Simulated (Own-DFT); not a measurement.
## Calculated data, GaP (zincblende, strained, atoms displaced)

Computed with Own-DFT development build. A calculation, not a measurement: plane-wave PBE density functional theory by an unreviewed code, no spin, of a simulated periodic cell, stress positive in tension, free energy of the whole cell less one offset for each atom, forces on such cells passed a denser k mesh, this cell's mesh not checked; offsets are fitted by least squares, one for each functional and potential file, so energies compare only between cells with the same atoms and settings and are not formation energies; the far tail of each file's local potential was reset to the Coulomb form; each entry is a single point on an unrelaxed cell, so the pressure reflects the starting lattice, mostly measured values (interpolated for alloys), from which strain is counted, and rises with the displacements; printed positions are rounded, which can move forces by about a meV/angstrom; the program, named Own-DFT, is a retired in-house code; no spin-orbit coupling.

Settings shared by all entries: functional PBE; potential files PseudoDojo norm-conserving, scalar-relativistic, standard set; wave cutoff 42 hartree; occupations Fermi-Dirac; smearing width 0.1 eV; hardware one NVIDIA H100; k mesh 3 x 3 x 3 centred on Gamma.

(1) 
```cif
# cell vector a (Å): 10.8620 0.0000 0.0000
# cell vector b (Å): 0.0000 10.8620 0.0000
# cell vector c (Å): 0.0000 0.0000 10.9361
data_GaP
_symmetry_space_group_name_H-M 'P 1'
_symmetry_Int_Tables_number 1
_cell_length_a 10.8620
_cell_length_b 10.8620
_cell_length_c 10.9361
_cell_angle_alpha 90.000
_cell_angle_beta 90.000
_cell_angle_gamma 90.000
_cell_volume 1290.27
loop_
_atom_site_label
_atom_site_type_symbol
_atom_site_fract_x
_atom_site_fract_y
_atom_site_fract_z
_atom_site_occupancy
Ga1 Ga 0.00164 0.99323 0.98382 1
Ga2 Ga 0.98773 0.26938 0.24498 1
Ga3 Ga 0.24557 0.00214 0.26188 1
Ga4 Ga 0.25713 0.25641 0.99632 1
P1 P 0.12551 0.12164 0.12202 1
P2 P 0.12190 0.37090 0.38020 1
P3 P 0.39279 0.11857 0.37192 1
P4 P 0.36501 0.37611 0.13187 1
Ga5 Ga 0.99743 0.99716 0.50004 1
Ga6 Ga 0.00313 0.23847 0.76128 1
Ga7 Ga 0.25580 0.00496 0.75637 1
Ga8 Ga 0.22884 0.25743 0.50115 1
P5 P 0.12520 0.11691 0.61648 1
P6 P 0.12317 0.37553 0.86658 1
P7 P 0.37631 0.13070 0.87681 1
P8 P 0.36969 0.36051 0.61865 1
Ga9 Ga 0.00099 0.50662 0.98845 1
Ga10 Ga 0.00264 0.74690 0.25002 1
Ga11 Ga 0.24614 0.49695 0.25131 1
Ga12 Ga 0.25500 0.74868 0.99876 1
P9 P 0.13745 0.62838 0.12214 1
P10 P 0.13377 0.86984 0.38454 1
P11 P 0.37821 0.61237 0.40249 1
P12 P 0.37568 0.85925 0.12406 1
Ga13 Ga 0.00112 0.49601 0.50260 1
Ga14 Ga 0.00822 0.74088 0.74059 1
Ga15 Ga 0.26437 0.49805 0.74560 1
Ga16 Ga 0.24800 0.75030 0.50107 1
P13 P 0.13764 0.62175 0.63054 1
P14 P 0.13127 0.86883 0.87965 1
P15 P 0.37213 0.63166 0.87469 1
P16 P 0.38433 0.88222 0.62927 1
Ga17 Ga 0.50896 0.00313 0.99441 1
Ga18 Ga 0.49787 0.24091 0.25463 1
Ga19 Ga 0.73486 0.99940 0.26428 1
Ga20 Ga 0.74055 0.25586 0.00814 1
P17 P 0.63670 0.11922 0.11725 1
P18 P 0.62804 0.37974 0.37470 1
P19 P 0.87485 0.12236 0.38208 1
P20 P 0.88393 0.36943 0.12039 1
Ga21 Ga 0.49217 0.99840 0.49549 1
Ga22 Ga 0.50044 0.25291 0.74761 1
Ga23 Ga 0.74890 0.99709 0.76041 1
Ga24 Ga 0.74212 0.24660 0.51068 1
P21 P 0.62421 0.11979 0.63309 1
P22 P 0.63887 0.37426 0.87355 1
P23 P 0.87853 0.12373 0.87273 1
P24 P 0.87710 0.39041 0.63303 1
Ga25 Ga 0.49790 0.50114 0.99290 1
Ga26 Ga 0.50388 0.75728 0.23705 1
Ga27 Ga 0.75318 0.51026 0.24780 1
Ga28 Ga 0.74169 0.75262 0.99200 1
P25 P 0.62802 0.63338 0.12307 1
P26 P 0.63867 0.89148 0.38047 1
P27 P 0.87291 0.62767 0.37607 1
P28 P 0.88565 0.87317 0.11182 1
Ga29 Ga 0.50265 0.50124 0.50556 1
Ga30 Ga 0.50082 0.74033 0.74938 1
Ga31 Ga 0.74237 0.50511 0.75323 1
Ga32 Ga 0.76578 0.74760 0.50379 1
P29 P 0.62612 0.62198 0.64098 1
P30 P 0.63436 0.88728 0.87731 1
P31 P 0.88045 0.63602 0.87665 1
P32 P 0.88277 0.88211 0.63671 1
_calc_free_energy_of_cell_above_offsets '-28.112'  # eV
_calc_pressure 4.81  # GPa
_calc_stress_xx -4.87  # GPa
_calc_stress_yy -4.96  # GPa
_calc_stress_zz -4.6  # GPa
_calc_stress_yz 2.31  # GPa
_calc_stress_xz 0.18  # GPa
_calc_stress_xy 0.78  # GPa
_calc_wall_time 579  # s
```

Force:
```
element  x (eV/Å)  y (eV/Å)  z (eV/Å)
     Ga     0.347     0.671      1.25
     Ga     2.198    -3.551     2.242
     Ga     0.578    -0.082    -1.168
     Ga    -1.312    -0.306     0.494
      P    -0.237     0.578      0.15
      P    -1.046     1.395    -1.864
      P    -3.191     0.623      0.41
      P     1.837    -0.327    -0.549
     Ga     0.211    -0.309    -0.278
     Ga      0.21     0.991    -1.985
     Ga    -0.395    -0.533    -0.442
     Ga     1.923    -1.928     0.352
      P    -0.003     0.338     1.422
      P     0.985     0.288     0.529
      P     0.696    -0.069     0.093
      P     0.897     1.114     0.301
     Ga     0.586    -0.381     0.874
     Ga     0.258     0.646    -0.497
     Ga     0.275     0.699     1.126
     Ga    -0.357     0.213     0.111
      P    -1.334    -0.862      0.49
      P    -1.594     0.501    -1.022
      P    -1.237     2.009    -3.345
      P    -0.427      2.95    -0.366
     Ga     0.141     0.908     0.153
     Ga    -0.003     0.881     0.942
     Ga    -0.502     -0.58     0.346
     Ga     1.405    -0.295      1.29
      P    -0.664    -0.296    -1.085
      P      0.19     0.109    -1.553
      P     0.604     -1.13    -0.286
      P    -0.915    -1.114     0.141
     Ga    -1.337    -0.192     0.749
     Ga      1.36     1.566    -1.552
     Ga     3.988     2.309    -3.437
     Ga     1.814    -0.465    -0.573
      P    -1.414     0.209     1.485
      P    -0.109    -0.456     -0.08
      P    -0.354      1.01    -0.824
      P    -2.297     3.052    -1.769
     Ga     1.748    -0.295     1.273
     Ga     0.274     -0.41     0.352
     Ga     1.171       1.3    -1.526
     Ga     1.018      0.72    -0.233
      P    -0.371     -0.13    -0.351
      P    -2.103      0.12     0.195
      P    -1.194     0.117     1.046
      P    -0.416    -1.926     0.127
     Ga     0.244    -0.238      0.86
     Ga     0.754    -0.836     2.731
     Ga    -0.125    -1.002    -0.352
     Ga     1.477     0.275     0.822
      P    -0.227    -1.154    -0.446
      P    -3.014    -4.325     2.394
      P     1.333    -0.605    -0.204
      P    -1.329    -0.132     1.552
     Ga     1.202    -1.646     1.139
     Ga    -0.055      2.04     0.497
     Ga     2.386    -0.089     0.779
     Ga    -1.128     1.107     0.978
      P    -0.054     0.669    -2.491
      P    -1.956     -2.22    -0.179
      P    -1.035    -0.536    -0.676
      P    -0.376    -0.987    -0.556
```

(2) 
```cif
# cell vector a (Å): 10.8620 0.0000 0.0000
# cell vector b (Å): 0.0000 10.8620 0.0000
# cell vector c (Å): 0.0000 0.0000 10.9361
data_GaP
_symmetry_space_group_name_H-M 'P 1'
_symmetry_Int_Tables_number 1
_cell_length_a 10.8620
_cell_length_b 10.8620
_cell_length_c 10.9361
_cell_angle_alpha 90.000
_cell_angle_beta 90.000
_cell_angle_gamma 90.000
_cell_volume 1290.27
loop_
_atom_site_label
_atom_site_type_symbol
_atom_site_fract_x
_atom_site_fract_y
_atom_site_fract_z
_atom_site_occupancy
Ga1 Ga 0.99490 0.00206 0.99666 1
Ga2 Ga 0.99782 0.24376 0.25467 1
Ga3 Ga 0.24953 0.00699 0.25182 1
Ga4 Ga 0.25155 0.24542 0.00272 1
P1 P 0.12210 0.12861 0.12128 1
P2 P 0.11832 0.37207 0.38069 1
P3 P 0.38176 0.12468 0.37288 1
P4 P 0.37448 0.35940 0.14319 1
Ga5 Ga 0.98904 0.99350 0.50188 1
Ga6 Ga 0.99361 0.24754 0.73910 1
Ga7 Ga 0.26007 0.99878 0.75746 1
Ga8 Ga 0.25363 0.25555 0.49610 1
P5 P 0.11662 0.11985 0.63175 1
P6 P 0.11268 0.38058 0.86349 1
P7 P 0.38679 0.12101 0.88858 1
P8 P 0.37240 0.38156 0.61238 1
Ga9 Ga 0.01964 0.48518 0.99622 1
Ga10 Ga 0.00100 0.74778 0.24608 1
Ga11 Ga 0.24749 0.51046 0.26005 1
Ga12 Ga 0.25052 0.74793 0.00059 1
P9 P 0.12304 0.63128 0.11078 1
P10 P 0.12923 0.86315 0.37569 1
P11 P 0.39198 0.62411 0.36226 1
P12 P 0.37342 0.87737 0.10796 1
Ga13 Ga 0.99740 0.50448 0.49509 1
Ga14 Ga 0.97973 0.75594 0.75483 1
Ga15 Ga 0.24822 0.49089 0.75955 1
Ga16 Ga 0.25740 0.75227 0.49236 1
P13 P 0.10794 0.62162 0.62325 1
P14 P 0.12826 0.87122 0.88146 1
P15 P 0.38429 0.61937 0.86609 1
P16 P 0.37523 0.87241 0.61671 1
Ga17 Ga 0.49049 0.99628 0.00027 1
Ga18 Ga 0.49850 0.24656 0.25018 1
Ga19 Ga 0.74686 0.98251 0.23729 1
Ga20 Ga 0.74921 0.24174 0.00244 1
P17 P 0.62113 0.13771 0.12362 1
P18 P 0.64018 0.37666 0.36705 1
P19 P 0.87836 0.12158 0.36681 1
P20 P 0.87302 0.37339 0.11270 1
Ga21 Ga 0.50374 0.01346 0.50053 1
Ga22 Ga 0.49943 0.25033 0.74058 1
Ga23 Ga 0.75765 0.00569 0.75572 1
Ga24 Ga 0.74214 0.24293 0.48915 1
P21 P 0.62645 0.12269 0.62735 1
P22 P 0.63153 0.36939 0.88319 1
P23 P 0.86662 0.12126 0.87550 1
P24 P 0.87873 0.37284 0.63270 1
Ga25 Ga 0.50187 0.49191 0.98542 1
Ga26 Ga 0.50157 0.75308 0.24672 1
Ga27 Ga 0.74345 0.50710 0.23453 1
Ga28 Ga 0.74787 0.75965 0.99724 1
P25 P 0.63806 0.63212 0.12052 1
P26 P 0.62261 0.86335 0.36294 1
P27 P 0.86874 0.63830 0.37945 1
P28 P 0.88173 0.88733 0.11395 1
Ga29 Ga 0.49775 0.50490 0.50375 1
Ga30 Ga 0.49828 0.75131 0.74432 1
Ga31 Ga 0.75781 0.49465 0.75279 1
Ga32 Ga 0.74900 0.74506 0.48506 1
P29 P 0.62243 0.63094 0.62362 1
P30 P 0.63002 0.88160 0.88782 1
P31 P 0.87689 0.61691 0.88187 1
P32 P 0.87987 0.86545 0.63036 1
_calc_free_energy_of_cell_above_offsets '-28.201'  # eV
_calc_pressure 4.77  # GPa
_calc_stress_xx -4.93  # GPa
_calc_stress_yy -4.99  # GPa
_calc_stress_zz -4.39  # GPa
_calc_stress_yz 0.79  # GPa
_calc_stress_xz 0.01  # GPa
_calc_stress_xy 0.3  # GPa
_calc_wall_time 573.9  # s
```

Force:
```
element  x (eV/Å)  y (eV/Å)  z (eV/Å)
     Ga     1.631     0.743    -0.802
     Ga     0.266     1.214    -1.208
     Ga    -0.289    -0.953    -0.502
     Ga    -0.136     0.796    -0.319
      P    -0.196    -0.478     0.393
      P     0.262     0.619    -0.853
      P    -0.879     0.194     0.389
      P    -1.299     2.673    -2.154
     Ga     1.088     0.096      -0.3
     Ga     0.221    -0.686     1.474
     Ga     -0.67    -0.053    -0.193
     Ga    -0.797    -1.185     0.264
      P      1.56    -0.254    -0.909
      P     1.997     -3.18    -0.324
      P    -1.551     1.742    -2.649
      P    -0.065    -0.603      1.67
     Ga    -2.344     1.792     1.584
     Ga    -0.333     0.509    -0.245
     Ga    -0.418    -0.957    -1.019
     Ga     0.746    -0.283    -1.163
      P     0.097    -1.329     1.788
      P    -0.598     1.683    -0.701
      P    -1.387     0.085     1.318
      P    -0.625    -0.811      2.89
     Ga    -0.785    -0.497     0.289
     Ga       2.6    -2.028     1.603
     Ga     0.157     1.344    -1.801
     Ga    -0.328    -1.748     0.559
      P     2.048      1.02     0.809
      P    -0.682     0.417     -1.06
      P    -1.188     0.391     0.646
      P     0.418     1.038     0.635
     Ga     2.762     0.407      0.67
     Ga     1.569     0.227     1.148
     Ga    -0.362     1.835     0.412
     Ga     0.291     0.454    -0.245
      P    -0.074     -2.57     0.403
      P    -1.886     0.368     0.335
      P    -1.411    -1.319     0.833
      P     0.884      0.14     1.249
     Ga    -0.009    -1.908    -0.281
     Ga    -0.071     0.491     0.942
     Ga    -1.112     -1.78    -1.168
     Ga     1.358     0.226     0.836
      P      0.56     0.223    -0.096
      P    -0.206    -0.282    -1.925
      P     1.757      1.45      0.31
      P    -1.361      0.41    -2.434
     Ga    -0.142     0.263     2.114
     Ga    -0.347    -0.308    -2.238
     Ga     1.815    -0.791     1.104
     Ga     1.665    -1.064     0.274
      P    -2.512     0.279    -0.905
      P     0.422     2.176     1.573
      P     1.981    -2.857    -2.662
      P     -0.51    -2.308     1.132
     Ga     1.392    -0.094    -0.993
     Ga     0.634     0.743     0.502
     Ga    -0.892      0.56     0.127
     Ga    -1.603     1.627     2.675
      P     1.059    -0.749     0.077
      P    -1.194     0.235    -2.227
      P     -0.17     0.683      0.21
      P    -2.807     1.925    -1.865
```

(3) 
```cif
# cell vector a (Å): 10.8620 0.0000 0.0000
# cell vector b (Å): 0.0000 10.8620 0.0000
# cell vector c (Å): 0.0000 0.0000 10.9361
data_GaP
_symmetry_space_group_name_H-M 'P 1'
_symmetry_Int_Tables_number 1
_cell_length_a 10.8620
_cell_length_b 10.8620
_cell_length_c 10.9361
_cell_angle_alpha 90.000
_cell_angle_beta 90.000
_cell_angle_gamma 90.000
_cell_volume 1290.27
loop_
_atom_site_label
_atom_site_type_symbol
_atom_site_fract_x
_atom_site_fract_y
_atom_site_fract_z
_atom_site_occupancy
Ga1 Ga 0.00550 0.00095 0.98956 1
Ga2 Ga 0.99948 0.24014 0.25683 1
Ga3 Ga 0.25129 0.99373 0.25887 1
Ga4 Ga 0.24678 0.23718 0.00164 1
P1 P 0.13218 0.12221 0.13065 1
P2 P 0.12343 0.37328 0.37385 1
P3 P 0.37256 0.12664 0.36609 1
P4 P 0.37054 0.37204 0.12341 1
Ga5 Ga 0.00229 0.00819 0.50532 1
Ga6 Ga 0.99925 0.25894 0.73520 1
Ga7 Ga 0.25459 0.98718 0.74527 1
Ga8 Ga 0.25161 0.24381 0.49963 1
P5 P 0.12668 0.11882 0.62352 1
P6 P 0.13224 0.37593 0.86959 1
P7 P 0.36449 0.13575 0.88327 1
P8 P 0.37359 0.37615 0.63638 1
Ga9 Ga 0.00519 0.49242 0.99943 1
Ga10 Ga 0.98897 0.74455 0.22855 1
Ga11 Ga 0.25387 0.49227 0.23772 1
Ga12 Ga 0.24494 0.74289 0.00913 1
P9 P 0.11649 0.63237 0.12909 1
P10 P 0.12522 0.87988 0.37187 1
P11 P 0.36877 0.63247 0.37523 1
P12 P 0.37879 0.87427 0.11691 1
Ga13 Ga 0.00734 0.49517 0.50187 1
Ga14 Ga 0.00948 0.74011 0.75040 1
Ga15 Ga 0.24663 0.49702 0.74618 1
Ga16 Ga 0.24693 0.74691 0.49841 1
P13 P 0.12533 0.61393 0.62183 1
P14 P 0.13086 0.87772 0.86955 1
P15 P 0.35947 0.62174 0.88227 1
P16 P 0.36773 0.87805 0.62498 1
Ga17 Ga 0.50048 0.00049 0.00308 1
Ga18 Ga 0.50915 0.24393 0.24573 1
Ga19 Ga 0.73977 0.98968 0.24084 1
Ga20 Ga 0.74512 0.24932 0.99804 1
P17 P 0.63181 0.12069 0.11433 1
P18 P 0.62257 0.38183 0.37121 1
P19 P 0.87164 0.12701 0.36873 1
P20 P 0.87703 0.37299 0.11922 1
Ga21 Ga 0.50209 0.99312 0.49048 1
Ga22 Ga 0.50389 0.24198 0.74725 1
Ga23 Ga 0.76209 0.00377 0.74559 1
Ga24 Ga 0.73358 0.24971 0.50961 1
P21 P 0.62603 0.11698 0.61096 1
P22 P 0.62952 0.36877 0.87307 1
P23 P 0.87548 0.12388 0.87609 1
P24 P 0.87127 0.36513 0.62542 1
Ga25 Ga 0.49189 0.50574 0.00600 1
Ga26 Ga 0.50144 0.74845 0.24657 1
Ga27 Ga 0.76754 0.49674 0.26124 1
Ga28 Ga 0.75879 0.73729 0.00315 1
P25 P 0.62890 0.63765 0.12298 1
P26 P 0.62784 0.88424 0.36444 1
P27 P 0.87377 0.61376 0.38983 1
P28 P 0.85977 0.86534 0.11756 1
Ga29 Ga 0.50540 0.50679 0.50694 1
Ga30 Ga 0.49431 0.75110 0.76223 1
Ga31 Ga 0.76054 0.50033 0.75777 1
Ga32 Ga 0.75760 0.74982 0.49820 1
P29 P 0.61552 0.62987 0.62704 1
P30 P 0.62335 0.88096 0.86176 1
P31 P 0.85590 0.61816 0.88004 1
P32 P 0.88100 0.87773 0.62009 1
_calc_free_energy_of_cell_above_offsets '-29.655'  # eV
_calc_pressure 4.48  # GPa
_calc_stress_xx -4.69  # GPa
_calc_stress_yy -4.68  # GPa
_calc_stress_zz -4.09  # GPa
_calc_stress_yz -1.16  # GPa
_calc_stress_xz 1.25  # GPa
_calc_stress_xy -0.46  # GPa
_calc_wall_time 551.3  # s
```

Force:
```
element  x (eV/Å)  y (eV/Å)  z (eV/Å)
     Ga    -0.245    -0.127     1.061
     Ga     0.301      0.98    -1.088
     Ga     0.636     0.024    -1.435
     Ga    -1.034     2.167     0.773
      P    -1.161    -0.703    -0.047
      P     0.655    -0.193    -0.248
      P     0.969    -0.091      0.78
      P     1.052    -0.912    -0.557
     Ga    -0.547    -0.522    -1.638
     Ga     1.168    -1.576     1.857
     Ga     -0.55     2.418     1.059
     Ga     0.072     0.721     0.187
      P     0.554     0.925     0.833
      P    -1.061    -0.848     0.598
      P     2.161    -2.523    -2.177
      P     0.807    -0.648    -1.634
     Ga    -0.274     0.582     -0.42
     Ga    -0.779     1.188     3.056
     Ga     -0.98     1.205     1.675
     Ga     0.068     1.297    -0.621
      P      1.21    -2.404    -0.998
      P    -1.434    -1.289     0.461
      P     0.899    -1.309    -0.615
      P    -0.663    -0.234     1.144
     Ga    -0.837    -0.943    -0.042
     Ga    -1.143     0.466     0.217
     Ga     0.461     0.407     0.525
     Ga    -0.554     0.798     0.104
      P     0.289     1.028     0.279
      P    -0.457    -1.407     0.774
      P     0.911      0.11    -0.734
      P     1.775    -1.544    -1.214
     Ga    -0.218     0.108    -1.493
     Ga    -0.377     0.442    -0.056
     Ga     1.743     1.716    -0.375
     Ga     1.024     0.186    -0.201
      P    -0.656     0.234     0.964
      P     0.002    -0.502     0.419
      P    -1.129    -0.981     1.062
      P     0.135    -0.524     0.903
     Ga    -1.042      0.47     0.162
     Ga    -0.209     0.117     0.299
     Ga     -0.84    -0.381    -0.232
     Ga     1.304     0.959    -2.188
      P    -0.966    -0.771     2.029
      P    -1.045      0.92    -0.082
      P     0.447     0.957    -0.434
      P    -0.637     1.857    -0.945
     Ga     0.939    -0.392    -0.355
     Ga    -0.397     0.614     0.349
     Ga    -1.318    -0.264    -1.497
     Ga    -2.208     1.525    -1.143
      P    -0.488    -2.339     0.911
      P    -0.774    -2.461     1.455
      P     1.196     1.339    -0.936
      P     1.901     1.803     0.099
     Ga    -1.411    -0.696    -0.868
     Ga    -0.645    -0.219    -0.656
     Ga    -2.133    -1.429     -2.04
     Ga    -1.209      0.55     0.379
      P      1.64     0.446     0.826
      P     0.717     0.005     1.361
      P     4.135     0.505    -0.173
      P     0.254    -0.842     0.539
```

(4) 
```cif
# cell vector a (Å): 10.8620 0.0000 0.0000
# cell vector b (Å): 0.0000 10.8620 0.0000
# cell vector c (Å): 0.0000 0.0000 10.9361
data_GaP
_symmetry_space_group_name_H-M 'P 1'
_symmetry_Int_Tables_number 1
_cell_length_a 10.8620
_cell_length_b 10.8620
_cell_length_c 10.9361
_cell_angle_alpha 90.000
_cell_angle_beta 90.000
_cell_angle_gamma 90.000
_cell_volume 1290.27
loop_
_atom_site_label
_atom_site_type_symbol
_atom_site_fract_x
_atom_site_fract_y
_atom_site_fract_z
_atom_site_occupancy
Ga1 Ga 0.00408 0.00543 0.99556 1
Ga2 Ga 0.99238 0.25913 0.24226 1
Ga3 Ga 0.24530 0.00995 0.24369 1
Ga4 Ga 0.26352 0.25505 0.00496 1
P1 P 0.11235 0.13819 0.13274 1
P2 P 0.12941 0.37983 0.37302 1
P3 P 0.36537 0.12131 0.37005 1
P4 P 0.39105 0.37042 0.11726 1
Ga5 Ga 0.99039 0.00507 0.50982 1
Ga6 Ga 0.00485 0.24587 0.75600 1
Ga7 Ga 0.23366 0.99824 0.75010 1
Ga8 Ga 0.26615 0.24225 0.50080 1
P5 P 0.11394 0.12713 0.62473 1
P6 P 0.13639 0.37738 0.87341 1
P7 P 0.37607 0.12274 0.87710 1
P8 P 0.36442 0.38126 0.62264 1
Ga9 Ga 0.99466 0.50126 0.99782 1
Ga10 Ga 0.00088 0.75641 0.26267 1
Ga11 Ga 0.23083 0.49555 0.24735 1
Ga12 Ga 0.25882 0.75547 0.00540 1
P9 P 0.12691 0.62980 0.11756 1
P10 P 0.13708 0.87637 0.36871 1
P11 P 0.37532 0.61729 0.37531 1
P12 P 0.38424 0.86762 0.12640 1
Ga13 Ga 0.99359 0.49511 0.50505 1
Ga14 Ga 0.99531 0.74965 0.74010 1
Ga15 Ga 0.24836 0.49218 0.73198 1
Ga16 Ga 0.25025 0.72886 0.50455 1
P13 P 0.12741 0.62245 0.62097 1
P14 P 0.13273 0.87876 0.87168 1
P15 P 0.38354 0.62205 0.87453 1
P16 P 0.38052 0.87943 0.62952 1
Ga17 Ga 0.49601 0.99760 0.00902 1
Ga18 Ga 0.50234 0.25969 0.24131 1
Ga19 Ga 0.75920 0.00793 0.25648 1
Ga20 Ga 0.75149 0.25017 0.99847 1
P17 P 0.62459 0.12600 0.12864 1
P18 P 0.62835 0.37968 0.36899 1
P19 P 0.88227 0.11484 0.36959 1
P20 P 0.87338 0.38392 0.12123 1
Ga21 Ga 0.50163 0.99841 0.50057 1
Ga22 Ga 0.49695 0.23763 0.75274 1
Ga23 Ga 0.76088 0.00588 0.73386 1
Ga24 Ga 0.73806 0.26099 0.49280 1
P21 P 0.62669 0.13200 0.62759 1
P22 P 0.61352 0.37749 0.87868 1
P23 P 0.87342 0.12320 0.87771 1
P24 P 0.87924 0.37417 0.62320 1
Ga25 Ga 0.51279 0.50263 0.98857 1
Ga26 Ga 0.49539 0.73209 0.25184 1
Ga27 Ga 0.75707 0.48881 0.25131 1
Ga28 Ga 0.75613 0.73624 0.99510 1
P25 P 0.62802 0.63936 0.12643 1
P26 P 0.62531 0.87326 0.36411 1
P27 P 0.87477 0.62190 0.37479 1
P28 P 0.88203 0.87044 0.12611 1
Ga29 Ga 0.50070 0.51180 0.51147 1
Ga30 Ga 0.49820 0.73054 0.76362 1
Ga31 Ga 0.75233 0.50298 0.73721 1
Ga32 Ga 0.75264 0.74616 0.49525 1
P29 P 0.62410 0.62171 0.62597 1
P30 P 0.64007 0.87662 0.86834 1
P31 P 0.87469 0.62771 0.88362 1
P32 P 0.87252 0.87230 0.62871 1
_calc_free_energy_of_cell_above_offsets '-28.799'  # eV
_calc_pressure 4.62  # GPa
_calc_stress_xx -4.75  # GPa
_calc_stress_yy -4.65  # GPa
_calc_stress_zz -4.46  # GPa
_calc_stress_yz 0.31  # GPa
_calc_stress_xz 1.15  # GPa
_calc_stress_xy 0.16  # GPa
_calc_wall_time 570.8  # s
```

Force:
```
element  x (eV/Å)  y (eV/Å)  z (eV/Å)
     Ga     0.039    -0.747      0.82
     Ga     0.015     0.421     1.683
     Ga    -0.136    -0.974    -0.616
     Ga    -1.116    -0.701    -0.396
      P     1.749    -0.841    -1.932
      P     -1.43    -1.764     1.381
      P     2.319      0.34     -0.04
      P    -1.373     2.406     0.226
     Ga      1.08    -1.232    -1.055
     Ga     -0.39     0.815     0.445
     Ga     2.093     1.044    -1.167
     Ga    -1.971     0.564    -0.061
      P     1.422     0.225    -0.259
      P    -0.868    -0.103      0.39
      P    -0.971    -0.857     0.089
      P      2.94    -2.052    -0.895
     Ga     1.616     0.031     -0.29
     Ga     0.332    -0.313    -0.957
     Ga     2.238     0.831    -1.347
     Ga    -0.308    -0.496    -1.076
      P    -0.669    -0.064       0.6
      P    -0.587    -0.202     1.803
      P    -0.628    -0.733    -0.165
      P    -0.849     0.867     0.969
     Ga     1.012     0.616    -1.113
     Ga      1.06    -0.305     1.582
     Ga    -0.875     1.674     2.662
     Ga     1.226     2.928    -1.061
      P    -1.749    -0.431      0.86
      P    -1.543    -1.582     1.148
      P    -2.931     -1.43      1.02
      P    -0.754    -1.275     0.283
     Ga     1.347    -0.069    -1.237
     Ga     0.303      -1.4     1.415
     Ga     -1.23    -1.693    -1.807
     Ga    -0.848     0.228     0.094
      P     0.605    -0.144    -0.082
      P     -1.65     0.416     0.513
      P    -0.103     2.615     1.258
      P     0.025    -1.143    -0.618
     Ga     0.102    -0.073    -0.505
     Ga     -0.25     1.523     0.125
     Ga     -1.13     0.164     1.685
     Ga     1.546    -1.277     0.539
      P     0.005    -0.288    -1.166
      P     2.647    -1.729    -2.298
      P     0.122     0.337    -0.646
      P    -0.702    -1.021     0.634
     Ga    -1.036     1.415     2.432
     Ga     0.214     1.533     0.386
     Ga    -0.754     2.085    -0.286
     Ga    -0.969     3.059     1.192
      P     0.366     -2.53     -0.26
      P    -0.016    -0.032      0.92
      P      0.42    -0.238     0.127
      P    -0.476      0.51      -0.4
     Ga    -0.518    -1.581    -1.442
     Ga      1.87     3.334    -1.808
     Ga     0.108    -0.711     1.635
     Ga    -0.884     0.515    -0.041
      P     0.699     1.494      0.17
      P    -0.934    -0.227      0.45
      P     1.006    -1.379    -2.938
      P      0.12    -0.353    -1.573
```
